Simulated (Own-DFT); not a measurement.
# Same atoms, different arrangement: C34N2Si36, 72 atoms

Calculated results; nothing here was measured. The program, named Own-DFT, is a retired in-house plane-wave density functional code that no person has reviewed. Each row is one single-point run on a periodic cell that was not relaxed, without spin or spin-orbit coupling.

Settings of every run: PBE; PseudoDojo norm-conserving scalar-relativistic files; cutoff 42 hartree; 4 x 4 x 3 k mesh centred on Gamma; Fermi-Dirac smearing of 0.1 eV.

Known limits: not probed for a lower state with spin; forces on such cells passed a denser k mesh, each cell not checked; stress not checked against mesh or cutoff.

All cells hold the same atoms in the same cell, with vectors in Å (9.248, 0.000, 0.000); (-4.624, 8.009, 0.000); (0.000, 0.000, 10.068). Every atom was moved at random from its ideal site; u is the rms move along one axis. The defect's site can differ from row to row. E is the free energy of the cell above the lowest run. The arrangements:

- A: 4H SiC, with two N on a C site each, 3.1 Å apart
- B: 2H SiC, with two N on a C site each, 3.1 Å apart

| arrangement | u (Å) | E (eV) | P (GPa) |
|---|---|---|---|
| A | 0.0302 | 0.070 | 2.71 |
| A | 0.0304 | 0.000 | 2.63 |
| A | 0.0310 | 0.499 | 2.78 |
| A | 0.0504 | 3.842 | 3.82 |
| A | 0.0512 | 4.422 | 4.03 |
| A | 0.0523 | 4.643 | 4.26 |
| B | 0.0295 | 1.045 | 3.00 |
| B | 0.0303 | 1.377 | 3.00 |
| B | 0.0321 | 1.672 | 3.06 |
| B | 0.0459 | 3.865 | 3.99 |
| B | 0.0475 | 4.874 | 4.08 |
| B | 0.0490 | 5.505 | 4.33 |

Question: once the cost of the random moves is taken out, how do the arrangements rank?

## Worked answer

Fit E = a + b u², with one b for all and one a for each arrangement, and with residuals divided by u², since the noise grows with the moves. Then b = 2504 eV/Å², the scatter at u = 0.04 Å is 0.27 eV, and against A:

- B: 1.18 ± 0.12 eV (higher)

These are energies of unrelaxed cells. Relaxing the atoms lowers the strained arrangements most, so the gaps would shrink and small ones could change sign.
